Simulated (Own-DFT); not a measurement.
# Same atoms, different arrangement: In48P48, 96 atoms

Calculated results; nothing here was measured. They come from Own-DFT, an in-house plane-wave density functional program, since retired, whose code no person has reviewed. Each row is one single-point run on a periodic cell that was not relaxed, without spin or spin-orbit coupling.

Settings of every run: PBE; PseudoDojo norm-conserving scalar-relativistic files; cutoff 36 hartree; 2 x 3 x 3 k mesh centred on Gamma; Fermi-Dirac smearing of 0.1 eV.

Known limits, some of them of some rows only: not probed for a lower state with spin; forces on such cells failed a check on a denser k mesh; forces not confirmed at this smearing and k mesh; stress not checked against mesh or cutoff.

All cells hold the same atoms in the same cell, with vectors in Å (17.606, 0.000, 0.000); (0.000, 11.737, 0.000); (0.000, 0.000, 11.737). Every atom was moved at random from its ideal site; u is the rms move along one axis. The defect's site can differ from row to row. E is the free energy of the cell above the lowest run. The arrangements:

- A: zincblende InP
- B: zincblende InP, with one In on a P site and one P on an In site, 2.5 Å apart

```
arrangement   u (Å)  E (eV)  P (GPa)
          A  0.0190   0.012     3.20
          A  0.0193   0.000     3.19
          A  0.0210   0.102     3.21
          A  0.0493   3.238     3.66
          A  0.0499   2.666     3.50
          A  0.0519   3.140     3.58
          B  0.0287   4.806     3.54
          B  0.0302   4.841     3.53
          B  0.0312   4.796     3.52
          B  0.0471   6.581     3.77
          B  0.0489   6.969     3.78
          B  0.0491   6.981     3.80
```

Question: once the cost of the random moves is taken out, how do the arrangements rank?

## Worked answer

Fit E = a + b u², with one b for all and one a for each arrangement, and with residuals divided by u², since the noise grows with the moves. Then b = 1386 eV/Å², the scatter at u = 0.04 Å is 0.15 eV, and against A:

- B: 4.08 ± 0.06 eV (higher)

These are energies of unrelaxed cells. Relaxing the atoms lowers the strained arrangements most, so the gaps would shrink and small ones could change sign.
